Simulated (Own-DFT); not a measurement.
# A change of arrangement and its cost: C36Si36, 72 atoms

The numbers are computed, not measured, by runs of the plane-wave DFT program Own-DFT (in-house, retired, unreviewed) at fixed positions, with no spin and no spin-orbit coupling.

All runs used: PBE; PseudoDojo norm-conserving scalar-relativistic files; cutoff 42 hartree; 4 x 4 x 3 k mesh centred on Gamma; Fermi-Dirac smearing of 0.1 eV.

Keep in mind: forces on such cells passed a denser k mesh, each cell not checked; stress not checked against mesh or cutoff.

All cells hold the same atoms in the same cell, with vectors in Å (9.248, 0.000, 0.000); (-4.624, 8.009, 0.000); (0.000, 0.000, 10.068). u is the rms random offset of the atoms per axis. E is the free energy of the whole cell, counted from the lowest run. The arrangements:

- A: 2H SiC
- B: 4H SiC

| arrangement | u (Å) | E (eV) | P (GPa) |
|---|---|---|---|
| A | 0.0291 | 0.552 | 3.94 |
| A | 0.0298 | 0.660 | 3.98 |
| A | 0.0321 | 0.854 | 3.93 |
| A | 0.0545 | 6.268 | 5.66 |
| A | 0.0600 | 8.016 | 6.11 |
| A | 0.0639 | 8.114 | 6.52 |
| B | 0.0289 | 0.202 | 3.80 |
| B | 0.0293 | 0.118 | 3.73 |
| B | 0.0294 | 0.000 | 3.71 |
| B | 0.0606 | 8.529 | 6.59 |
| B | 0.0628 | 8.395 | 6.56 |
| B | 0.0645 | 8.287 | 6.08 |

The question: once the cost of the random moves is taken out, how do the arrangements rank?

## Solution

Fit E = a + b u², with one b for all and one a for each arrangement, and with residuals divided by u², since the noise grows with the moves. Then b = 2642 eV/Å², the scatter at u = 0.04 Å is 0.25 eV, and against A:

- B: -0.39 ± 0.11 eV (lower)

The cells share one lattice and weren't relaxed, which can shift such small differences either way.
